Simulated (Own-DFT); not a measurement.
# Computed records: GaN (wurtzite, strained, atoms displaced)

All values are calculated (Own-DFT development build). A calculation, not a measurement: plane-wave PBE density functional theory by an unreviewed code, no spin, of a simulated periodic cell, stress positive in tension, free energy of the whole cell less one offset for each atom, forces on such cells passed a denser k mesh, this cell's mesh not checked; offsets are fitted by least squares, one for each functional and potential file, so energies compare only between cells with the same atoms and settings and are not formation energies; the far tail of each file's local potential was reset to the Coulomb form; each entry is a single point on an unrelaxed cell, so the pressure reflects the starting lattice, mostly measured values (interpolated for alloys), from which strain is counted, and rises with the displacements; printed positions are rounded, which can move forces by about a meV/angstrom; the program, named Own-DFT, is a retired in-house code; no spin-orbit coupling.

Common to all runs: functional PBE; potential files PseudoDojo norm-conserving, scalar-relativistic, standard set with the stringent files for Ga; wave cutoff 96 hartree; occupations Gaussian; smearing width 0.01 eV; k mesh 3 x 4 x 3 centred on Gamma.

(1) GaN (wurtzite, strained, atoms displaced)

```
GaN
1.0
     12.9661    -0.0897     0.0079
     -4.9205     8.2804    -0.0789
      0.0064    -0.0951    10.4475
Ga N Ga N Ga N Ga N Ga N Ga N Ga N Ga N Ga N Ga N Ga N Ga N Ga N Ga N Ga N Ga N Ga N Ga N Ga N Ga N Ga N Ga N Ga N Ga N
2 2 2 2 2 2 2 2 2 2 2 2 2 2 2 2 2 2 2 2 2 2 2 2 2 2 2 2 2 2 2 2 2 2 2 2 2 2 2 2 2 2 2 2 2 2 2 2
Direct
  0.08873 0.22951 0.99906
  0.16129 0.10537 0.24305
  0.08648 0.22292 0.18600
  0.16140 0.10398 0.43466
  0.07754 0.21314 0.49803
  0.16258 0.10937 0.74951
  0.08959 0.21553 0.68895
  0.16733 0.11877 0.93922
  0.08413 0.55388 0.00358
  0.16751 0.44556 0.24808
  0.08463 0.56072 0.18999
  0.16837 0.44278 0.44514
  0.09228 0.56515 0.50893
  0.15733 0.43682 0.74439
  0.08395 0.56115 0.68795
  0.16851 0.45526 0.94023
  0.08527 0.88792 0.99851
  0.16845 0.77671 0.25858
  0.08899 0.88182 0.19602
  0.17136 0.78137 0.43608
  0.08286 0.89432 0.49799
  0.16864 0.77557 0.75062
  0.08842 0.88882 0.69143
  0.16647 0.77916 0.94235
  0.33125 0.21962 0.99051
  0.42289 0.11679 0.24736
  0.32810 0.20806 0.19024
  0.41977 0.11149 0.43288
  0.33392 0.22488 0.49956
  0.42166 0.11913 0.74178
  0.33545 0.22052 0.69307
  0.41706 0.11038 0.94162
  0.33184 0.54988 0.00763
  0.42004 0.44465 0.24832
  0.33091 0.56674 0.19099
  0.41669 0.44250 0.43976
  0.33637 0.55987 0.50685
  0.41569 0.45318 0.75089
  0.32962 0.55084 0.69283
  0.41495 0.44277 0.93334
  0.33205 0.88460 0.99968
  0.41605 0.78416 0.24857
  0.33835 0.87783 0.19064
  0.40891 0.77722 0.43903
  0.33051 0.88347 0.50577
  0.42520 0.78004 0.75427
  0.32894 0.88489 0.69049
  0.42193 0.77345 0.93919
  0.59452 0.22477 0.99289
  0.66195 0.10972 0.25185
  0.58458 0.21941 0.19333
  0.66460 0.10432 0.43745
  0.58242 0.22433 0.48909
  0.66851 0.10981 0.74413
  0.59087 0.22458 0.69338
  0.66586 0.10840 0.93829
  0.58481 0.56122 0.00010
  0.66980 0.44589 0.24683
  0.57800 0.54633 0.19613
  0.66611 0.44706 0.43417
  0.57547 0.54887 0.50450
  0.66141 0.43596 0.74986
  0.58228 0.56097 0.68816
  0.67212 0.45319 0.93723
  0.58725 0.89900 0.00394
  0.66046 0.76440 0.25654
  0.58185 0.88618 0.19697
  0.66388 0.78043 0.44206
  0.58641 0.89613 0.49709
  0.67072 0.78859 0.75462
  0.58437 0.88701 0.69682
  0.66126 0.77534 0.93207
  0.83545 0.21678 0.99912
  0.91988 0.11509 0.25192
  0.83493 0.22276 0.18577
  0.91588 0.10469 0.43800
  0.83587 0.22465 0.50161
  0.91438 0.11141 0.74957
  0.82633 0.22136 0.68516
  0.90753 0.10789 0.93456
  0.83064 0.55833 0.00475
  0.90667 0.43105 0.24330
  0.82947 0.55327 0.19233
  0.91818 0.44654 0.42407
  0.83406 0.55459 0.50168
  0.91230 0.44116 0.75148
  0.83339 0.54724 0.68221
  0.91910 0.44284 0.93342
  0.83341 0.88150 0.00376
  0.91354 0.77262 0.24600
  0.83583 0.88474 0.18229
  0.92080 0.77580 0.43215
  0.83818 0.88957 0.50315
  0.92139 0.78222 0.75581
  0.83405 0.89480 0.68831
  0.91687 0.78731 0.93822
```

```
free energy of cell above offsets : -5.846 eV
pressure                          : 3.24 GPa
stress xx                         : -0.75 GPa
stress yy                         : -5.91 GPa
stress zz                         : -3.06 GPa
stress yz                         : -1.68 GPa
stress xz                         : 0.11 GPa
stress xy                         : -1.07 GPa
```

Force:
```tsv
element	x (eV/Å)	y (eV/Å)	z (eV/Å)
Ga	-1.113	-0.249	-0.292
Ga	0.827	0.175	0.837
N	-0.605	-0.236	0.078
N	0.275	1.524	0.078
Ga	1.195	1.08	0.107
Ga	2.015	-0.114	0.613
N	-2.717	0.478	-0.624
N	-0.264	-1.1	-0.302
Ga	-0.625	0.664	0.169
Ga	-0.625	0.526	1.091
N	-0.219	-1.516	-0.141
N	-0.412	-0.155	-0.483
Ga	-0.668	-0.885	-2.349
Ga	0.937	1.074	0.877
N	-0.137	-1.756	0.673
N	0.429	-1.264	-0.773
Ga	-0.011	0.436	0.924
Ga	0.806	0.162	-1.326
N	-1.712	-0.033	-1.589
N	-0.923	-0.079	1.768
Ga	1.021	-1.26	0.381
Ga	-0.426	0.921	1.008
N	-0.807	-0.483	-0.455
N	-0.016	-0.311	-0.751
Ga	1.027	0.132	1.18
Ga	-1.011	-1.481	-0.252
N	0.015	1.501	-0.794
N	-0.917	-0.254	1.055
Ga	-0.063	-1.04	0.017
Ga	0.058	-1.133	1.302
N	-0.753	0.535	-0.856
N	0.638	0.309	-0.727
Ga	0.224	0.9	-0.998
Ga	-2.187	-1.266	0.565
N	1.702	-2.023	-0.038
N	-0.936	0.299	-0.45
Ga	-0.149	-0.452	-0.695
Ga	0.662	-0.827	-0.291
N	-0.399	0.618	-0.275
N	0.215	0.314	1.414
Ga	0.843	0.218	0.341
Ga	1.639	-0.788	1.505
N	-3.06	2.273	-1.096
N	1.671	0.114	0.315
Ga	0.142	1.063	-0.525
Ga	-1.785	-0.586	0.135
N	1.512	0.559	0.168
N	-0.898	0.345	0.471
Ga	-2.165	-0.015	0.942
Ga	1.154	-0.163	-0.072
N	0.435	0.762	-1.423
N	-0.004	2.089	0.122
Ga	0.75	-0.017	0.996
Ga	-0.873	-0.161	1.092
N	-0.87	-1.296	-1.508
N	0.893	0.887	-0.642
Ga	-0.449	-0.865	-0.086
Ga	-0.988	-0.649	0.843
N	1.189	0.596	-1.821
N	0.049	0.234	0.56
Ga	1.215	1.048	-0.341
Ga	0.053	2.441	-0.228
N	0.651	-0.518	0.617
N	-0.693	-0.649	0.251
Ga	0.011	-1.801	0.45
Ga	0.046	1.837	-0.138
N	0.932	-0.147	-1.01
N	0.928	-0.542	0.122
Ga	-0.737	-1.952	0.825
Ga	0.351	-1.106	-1.203
N	0.139	0.506	-1.812
N	0.76	0.731	2.14
Ga	-1.073	0.856	0.024
Ga	-0.203	-0.575	-0.646
N	-0.153	-2.183	-0.25
N	-0.803	0.627	-0.069
Ga	-0.281	0.317	-1.226
Ga	0.24	0.66	0.046
N	2.083	0.097	0.012
N	2.093	-0.297	0.246
Ga	1.432	0.093	-0.679
Ga	1.069	2.738	0.495
N	0.762	-0.306	-1.358
N	0.172	-0.345	2.415
Ga	0.232	-0.15	-1.294
Ga	0.288	0.67	-0.412
N	-0.799	1.052	1.418
N	-0.884	0.218	1.235
Ga	-1.711	1.16	-1.107
Ga	1.018	1.072	0.571
N	-0.812	0.072	1.64
N	-1.181	0.045	0.907
Ga	-0.537	-1.205	-0.612
Ga	-0.336	-0.61	-1.397
N	0.842	-0.963	0.072
N	1.351	-1.224	0.305
```

(2) GaN (wurtzite, strained, atoms displaced)

```
GaN
1.0
     12.5772     0.1803    -0.1299
     -4.5993     8.2451     0.1490
     -0.1056     0.1255    10.5131
Ga N Ga N Ga N Ga N Ga N Ga N Ga N Ga N Ga N Ga N Ga N Ga N Ga N Ga N Ga N Ga N Ga N Ga N Ga N Ga N Ga N Ga N Ga N Ga N
2 2 2 2 2 2 2 2 2 2 2 2 2 2 2 2 2 2 2 2 2 2 2 2 2 2 2 2 2 2 2 2 2 2 2 2 2 2 2 2 2 2 2 2 2 2 2 2
Direct
  0.08443 0.21989 0.00232
  0.17384 0.11260 0.25170
  0.08176 0.22065 0.19176
  0.16332 0.10258 0.42795
  0.09139 0.22399 0.49857
  0.17004 0.11681 0.75591
  0.08196 0.22185 0.68735
  0.16299 0.11979 0.93566
  0.08463 0.55297 0.00351
  0.15723 0.43909 0.24727
  0.08271 0.55950 0.19401
  0.16455 0.43943 0.42967
  0.08767 0.55126 0.50013
  0.17052 0.44221 0.75660
  0.08017 0.54201 0.69033
  0.16791 0.44291 0.93916
  0.08385 0.88986 0.00712
  0.16489 0.77193 0.25633
  0.08262 0.88252 0.18943
  0.16753 0.76748 0.43127
  0.08314 0.88654 0.50932
  0.16203 0.77755 0.75248
  0.08847 0.89340 0.69535
  0.16226 0.77296 0.94164
  0.33375 0.23398 0.99942
  0.41732 0.11307 0.24825
  0.33625 0.21957 0.19180
  0.41650 0.10768 0.44098
  0.33419 0.22866 0.50694
  0.41376 0.10202 0.74713
  0.33513 0.21571 0.68717
  0.41788 0.11674 0.94391
  0.33100 0.55683 0.00032
  0.41881 0.44864 0.25560
  0.33215 0.56276 0.18912
  0.42266 0.45136 0.44514
  0.33721 0.55817 0.50375
  0.42187 0.45328 0.74834
  0.33112 0.55331 0.68531
  0.41525 0.43825 0.94100
  0.33533 0.88822 0.00465
  0.41726 0.77658 0.24403
  0.32841 0.88485 0.19933
  0.41052 0.77130 0.44232
  0.32987 0.88362 0.50135
  0.41429 0.77738 0.74997
  0.32960 0.87906 0.68418
  0.41450 0.77778 0.94599
  0.58032 0.21888 0.00452
  0.66235 0.10791 0.25047
  0.58903 0.22690 0.18331
  0.65986 0.10314 0.44168
  0.58273 0.21736 0.49172
  0.66271 0.11331 0.75058
  0.58568 0.22771 0.68194
  0.66278 0.10132 0.94968
  0.58005 0.55164 0.00063
  0.66437 0.43819 0.25427
  0.58669 0.55391 0.19516
  0.66225 0.44122 0.44292
  0.57801 0.54896 0.49687
  0.66807 0.44784 0.74804
  0.58232 0.54533 0.68458
  0.66468 0.44497 0.94124
  0.58671 0.89016 0.00044
  0.66152 0.77161 0.25436
  0.58337 0.88225 0.18056
  0.66496 0.77671 0.42919
  0.58544 0.88945 0.50001
  0.66649 0.78583 0.74655
  0.58594 0.90212 0.69306
  0.66333 0.78055 0.93841
  0.82933 0.22577 0.99719
  0.90788 0.09875 0.24578
  0.83658 0.21991 0.18696
  0.91362 0.11324 0.44115
  0.83241 0.22396 0.49696
  0.92225 0.12482 0.74380
  0.82806 0.22282 0.68777
  0.92249 0.10837 0.94146
  0.83669 0.55428 0.99645
  0.92047 0.44443 0.24781
  0.83248 0.55311 0.18387
  0.90778 0.43882 0.44487
  0.83092 0.55278 0.49855
  0.91604 0.44392 0.75220
  0.82288 0.55034 0.68777
  0.91900 0.44598 0.93995
  0.83483 0.88383 0.99787
  0.91196 0.76921 0.24756
  0.82951 0.88485 0.18663
  0.92338 0.78010 0.44021
  0.82916 0.88750 0.49699
  0.92182 0.77797 0.74936
  0.82827 0.89087 0.68298
  0.91189 0.78147 0.92947
```

```
free energy of cell above offsets : -4.847 eV
pressure                          : 6.51 GPa
stress xx                         : -11.29 GPa
stress yy                         : -6.18 GPa
stress zz                         : -2.05 GPa
stress yz                         : 2.75 GPa
stress xz                         : -1.79 GPa
stress xy                         : 5.02 GPa
```

Force:
```tsv
element	x (eV/Å)	y (eV/Å)	z (eV/Å)
Ga	-1.545	0.616	1.093
Ga	-1.007	-0.833	-1.034
N	0.127	-0.316	-0.629
N	0.817	0.617	2.598
Ga	-1.448	-0.737	-0.284
Ga	0.147	-0.26	-0.606
N	1.133	0.77	-0.566
N	2.53	-1.349	0.57
Ga	-0.292	0.181	0.152
Ga	1.849	-0.175	0.242
N	-0.242	-0.249	-1.447
N	0.952	0.289	1.193
Ga	-1.194	-0.493	0.379
Ga	-0.367	-0.377	-0.532
N	-0.531	1.651	-0.312
N	-0.13	0.067	0.316
Ga	-0.469	0.074	-0.835
Ga	0.035	0.482	-0.99
N	-0.792	0.897	-0.034
N	-0.945	0.658	2.646
Ga	0.616	-0.014	-1.28
Ga	2.058	-1.594	0.634
N	-1.31	0.531	-1.043
N	0.543	0.63	-0.3
Ga	0.179	-2.731	0.846
Ga	1.357	-1.139	1.026
N	-1.375	1.788	-0.955
N	-0.738	0.283	-0.518
Ga	0.433	-1.229	-1.327
Ga	1.301	0.435	0.635
N	-1.602	1.166	0.672
N	-0.465	-1.129	-0.869
Ga	0.628	-0.119	0.642
Ga	-0.224	-0.338	-0.443
N	0.174	-1.604	-0.287
N	-1.828	-1.618	-1.254
Ga	-1.134	-0.505	-0.9
Ga	0.568	-1.435	0.525
N	0.042	0.453	0.879
N	-0.545	2.531	-1.183
Ga	-1.352	0.575	0.514
Ga	0.23	0.26	1.329
N	0.308	1.062	-1.542
N	1.446	0.94	-0.806
Ga	0.023	0.387	-0.745
Ga	1.089	-0.25	0.753
N	-1.272	0.79	0.747
N	0.73	-0.105	-1.508
Ga	0.371	0.681	-1.094
Ga	1.498	-0.556	-0.07
N	-1.196	-0.53	1.365
N	1.27	0.64	-1.487
Ga	-0.917	0.388	1.604
Ga	0.673	0.691	0.86
N	-0.983	-0.529	0.526
N	-0.353	2.211	-1.918
Ga	0.356	0.967	0.513
Ga	1.033	0.43	-0.052
N	-1.406	-0.053	-0.985
N	0.833	0.015	-1.196
Ga	1.667	1.624	1.096
Ga	-0.088	-1.657	1.362
N	-1.889	2.298	-0.24
N	0.858	-0.396	-0.621
Ga	-0.751	-1.225	0.136
Ga	0.92	0.174	-1.651
N	-1.058	0.937	1.489
N	0.012	-0.385	2.165
Ga	-0.952	-0.992	0.443
Ga	0.911	-1.059	0.799
N	-0.859	-1.802	-1.067
N	1.249	-1.181	-0.666
Ga	1.403	-1.13	0.532
Ga	1.509	0.558	1.104
N	-1.81	0.793	-0.137
N	1.1	-0.43	-0.791
Ga	-0.392	-0.854	0.81
Ga	-0.568	-1.993	1.094
N	-0.002	0.479	0.163
N	-1.59	0.54	-0.888
Ga	-1.532	0.577	0.288
Ga	-0.97	-0.871	0.904
N	-0.205	-0.155	0.366
N	1.704	0.964	-1.549
Ga	-0.601	0.683	0.674
Ga	-0.345	-0.361	-0.581
N	2.368	1.613	-0.233
N	0.344	-0.223	-0.5
Ga	-1.823	0.878	0.361
Ga	0.643	0.618	0.632
N	-0.057	-0.59	-0.12
N	-1.129	-0.662	-0.297
Ga	0.699	0.287	0.211
Ga	-1.807	-0.174	-0.687
N	1.035	0.309	0.308
N	2.316	-1.082	0.864
```

(3) GaN (wurtzite, strained, atoms displaced)

```
GaN
1.0
     12.8139    -0.1993    -0.2058
     -4.9347     8.4284    -0.0765
     -0.1673    -0.1923    10.3746
Ga N Ga N Ga N Ga N Ga N Ga N Ga N Ga N Ga N Ga N Ga N Ga N Ga N Ga N Ga N Ga N Ga N Ga N Ga N Ga N Ga N Ga N Ga N Ga N
2 2 2 2 2 2 2 2 2 2 2 2 2 2 2 2 2 2 2 2 2 2 2 2 2 2 2 2 2 2 2 2 2 2 2 2 2 2 2 2 2 2 2 2 2 2 2 2
Direct
  0.08862 0.22229 0.00191
  0.16426 0.10870 0.24296
  0.08614 0.21288 0.18246
  0.16569 0.11784 0.44230
  0.08103 0.22040 0.49696
  0.16890 0.10885 0.75017
  0.08290 0.22403 0.68228
  0.16650 0.10601 0.94586
  0.07436 0.55243 0.99784
  0.16963 0.44763 0.24967
  0.07964 0.55853 0.19297
  0.17502 0.45508 0.44053
  0.08629 0.56003 0.50468
  0.15435 0.42900 0.74957
  0.08160 0.55006 0.67930
  0.17248 0.45756 0.93649
  0.07831 0.88717 0.98722
  0.16302 0.77578 0.25562
  0.08875 0.89306 0.19035
  0.16368 0.78134 0.43313
  0.08903 0.88709 0.50120
  0.17342 0.78018 0.74693
  0.07716 0.87564 0.69210
  0.16673 0.77988 0.94283
  0.34103 0.23005 0.00701
  0.42017 0.11332 0.24904
  0.32415 0.21597 0.18072
  0.42711 0.12028 0.43385
  0.32990 0.22081 0.49688
  0.42126 0.11525 0.74828
  0.33481 0.21779 0.69144
  0.41092 0.09875 0.94406
  0.33702 0.55622 0.00205
  0.41311 0.44171 0.24736
  0.33226 0.55057 0.18599
  0.42603 0.44240 0.44245
  0.33653 0.55374 0.49958
  0.42214 0.45251 0.75084
  0.33593 0.55922 0.68772
  0.41510 0.45512 0.93608
  0.34233 0.89711 0.00663
  0.41982 0.78068 0.24967
  0.33217 0.88851 0.19247
  0.41943 0.78576 0.43724
  0.32711 0.88324 0.50138
  0.41591 0.77755 0.75146
  0.33314 0.88290 0.68830
  0.41452 0.76861 0.93929
  0.58453 0.22145 0.00300
  0.66581 0.10614 0.25771
  0.59190 0.22855 0.19054
  0.67179 0.11976 0.43769
  0.58563 0.22335 0.50602
  0.66481 0.11504 0.74155
  0.58778 0.23560 0.69488
  0.65968 0.10714 0.93956
  0.58796 0.55766 0.99653
  0.66986 0.44458 0.24911
  0.58355 0.55237 0.19426
  0.65795 0.43223 0.43420
  0.58406 0.56097 0.50082
  0.66661 0.45722 0.75280
  0.58691 0.55726 0.69231
  0.66708 0.44384 0.93203
  0.58136 0.88101 0.99697
  0.66715 0.78682 0.24473
  0.57637 0.88319 0.18850
  0.66315 0.77371 0.43133
  0.58203 0.88611 0.49745
  0.66630 0.78160 0.74593
  0.58436 0.89034 0.67905
  0.66130 0.77629 0.93927
  0.84228 0.23625 0.00532
  0.90868 0.10861 0.24874
  0.83441 0.22355 0.19340
  0.91454 0.11595 0.43809
  0.83308 0.22960 0.50384
  0.90509 0.10048 0.74305
  0.82910 0.20868 0.68795
  0.91556 0.10496 0.93893
  0.83386 0.55855 0.00463
  0.90837 0.43944 0.25151
  0.82394 0.55164 0.19190
  0.91282 0.45280 0.43875
  0.83817 0.55564 0.50717
  0.91279 0.43823 0.76383
  0.83323 0.54966 0.68882
  0.90565 0.43924 0.94870
  0.82928 0.88785 0.99712
  0.91587 0.77314 0.25292
  0.84432 0.90140 0.19193
  0.91256 0.77859 0.43693
  0.83127 0.88706 0.49773
  0.91158 0.77417 0.74715
  0.82765 0.88581 0.68791
  0.91584 0.78170 0.94531
```

```
free energy of cell above offsets : -4.052 eV
pressure                          : 4.51 GPa
stress xx                         : -4.54 GPa
stress yy                         : -2.87 GPa
stress zz                         : -6.13 GPa
stress yz                         : -3.42 GPa
stress xz                         : -2.92 GPa
stress xy                         : -3.48 GPa
```

Force:
```tsv
element	x (eV/Å)	y (eV/Å)	z (eV/Å)
Ga	-0.375	0.286	-1.053
Ga	0.058	-0.277	1.162
N	-2.007	1.632	1.386
N	0.088	-1.338	-0.891
Ga	0.181	0.971	-0.165
Ga	-0.574	0.075	0.42
N	0.026	-2.253	0.693
N	-0.036	1.117	-1.679
Ga	2.174	1.569	0.939
Ga	-0.714	-0.642	-0.128
N	0.248	-1.234	-0.582
N	-1.589	-1.213	-0.712
Ga	-0.064	-0.484	-2.292
Ga	1.034	2.412	0.135
N	-0.514	-0.049	3.044
N	-1.466	-1.77	0.256
Ga	2.287	0.569	2.092
Ga	0.197	0.812	-2.269
N	-0.811	-1.708	-0.474
N	0.479	-0.819	1.898
Ga	-2.036	0.87	0.018
Ga	-1.077	-1.053	1.472
N	0.473	1.103	-0.507
N	-0.082	-0.666	-0.922
Ga	-0.354	-0.535	-2.392
Ga	-0.197	0.304	-0.165
N	1.813	0.841	2.32
N	-2.21	-1.736	0.958
Ga	1.734	0.478	0.485
Ga	-0.289	-0.566	0.793
N	-0.198	0.6	-0.335
N	0.04	2.623	-1.144
Ga	-0.851	0.38	-0.2
Ga	0.845	-0.059	0.598
N	-0.006	0.738	0.7
N	-3.072	-0.567	-0.992
Ga	1.077	0.845	0.351
Ga	-1.018	-0.702	-0.413
N	-0.041	-0.884	0.059
N	1.713	-1.611	0.334
Ga	-0.656	-2.365	0.041
Ga	-1.508	-0.806	0.338
N	0.498	-0.195	0.102
N	-0.879	-1.218	-0.062
Ga	1.537	1.356	-0.807
Ga	0.512	-0.281	-0.122
N	0.206	1.176	-0.241
N	-0.727	1.167	-0.124
Ga	0.125	-0.06	-0.357
Ga	-0.453	0.622	-1.496
N	-0.482	-1.387	-0.435
N	-0.791	-1.352	1.087
Ga	0.277	0.704	-0.474
Ga	-0.202	-0.55	1.607
N	0.233	-1.062	-0.646
N	1.218	0.13	-0.479
Ga	-0.448	-0.411	1.055
Ga	-2.05	-0.277	1.337
N	-0.235	0.557	-1.354
N	0.753	1.815	1.324
Ga	2.246	-0.301	-0.236
Ga	1.497	-0.858	-0.687
N	-0.946	0.89	-0.785
N	-0.474	0.043	1.674
Ga	-0.562	1.524	0.341
Ga	1.037	-1.213	0.077
N	1.295	1.107	-0.532
N	-0.268	0.667	0.756
Ga	0.751	0.88	-0.63
Ga	-0.8	-0.187	0.571
N	-0.321	-0.098	1.527
N	0.787	-0.237	-0.698
Ga	-0.542	-3.754	0.023
Ga	1.724	1.548	0.498
N	-0.533	-0.442	-0.621
N	-0.488	-0.443	0.178
Ga	1.183	0.372	-0.621
Ga	1.875	1.035	1.39
N	-0.787	2.032	0.332
N	-0.689	1.161	-0.537
Ga	-0.938	0.478	0.136
Ga	0.514	1.215	0.392
N	2.3	0.948	-1.062
N	1.663	-0.947	0.055
Ga	-2.039	0.301	-1.267
Ga	0.157	0.219	-2.081
N	-0.148	0.131	1.235
N	0.426	1.202	-1.233
Ga	0.654	0.643	0.975
Ga	0.239	1.202	-0.586
N	-1.128	-2.565	-0.948
N	0.725	-0.221	1.121
Ga	0.087	0.495	-0.475
Ga	0.18	0.008	0.57
N	1.047	-0.829	-0.509
N	-1.539	-1.63	-1.436
```
